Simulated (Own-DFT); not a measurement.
# Larger atoms on a fixed lattice: Ge in Si

Source: density functional calculations with Own-DFT, an unreviewed in-house program that is no longer used. Nothing was measured or relaxed, and spin and spin-orbit coupling are left out.

Common settings: PBE; PseudoDojo norm-conserving scalar-relativistic files; cutoff 42 hartree; 3 x 3 x 2 k mesh centred on Gamma; Fermi-Dirac smearing of 0.1 eV.

Limits: forces on such cells moved up to 12 meV/angstrom on a denser k mesh; stress not checked against mesh or cutoff.

One cell of 96 atoms is used throughout, with vectors in Å (10.862, 0.000, 0.000); (0.000, 10.862, 0.000); (0.000, 0.000, 16.293). Some planes normal to z hold Ge in place of Si, either as pure planes or mixed at random through a layer; x is the share of Ge among all Ge and Si sites. u is the rms random offset of the atoms per axis. Stress is positive in tension.

| x | layer | u (Å) | (s_xx + s_yy)/2 (GPa) | s_zz (GPa) |
|---|---|---|---|---|
| 0.125 | mixed layer | 0.0299 | -3.77 | -3.77 |
| 0.125 | mixed layer | 0.0299 | -3.75 | -3.74 |
| 0.167 | pure planes | 0.0304 | ? | ? |
| 0.188 | mixed layer | 0.0302 | -4.62 | -4.59 |
| 0.188 | mixed layer | 0.0661 | -5.63 | -5.64 |
| 0.250 | mixed layer | 0.0602 | -6.17 | -6.39 |
| 0.250 | mixed layer | 0.0614 | -6.13 | -6.34 |
| 0.500 | pure planes | 0.0319 | -9.24 | -9.22 |
| 0.500 | pure planes | 0.0563 | -9.72 | -9.90 |

## Fit

In the plane: -1.72 - 14.5 x - 241 u² GPa (slope in x ± 0.2, scatter 0.09). Along z: -1.63 - 14.6 x - 292 u² GPa (± 0.1, scatter 0.05). The two slopes nearly agree: every atom sits on the host's lattice on all three axes, so the larger Ge atoms are squeezed alike in all directions, and the layering hardly shows. The constants are the stress of this functional at the host's measured lattice. A real film keeps the in-plane spacing but grows in height until s_zz vanishes, which relieves part of the in-plane stress too.

## Prediction

Q: what are the two stresses at x = 0.167?

From the fit: -4.4 and -4.3 GPa. The hidden result is -4.38 and -4.43 GPa.
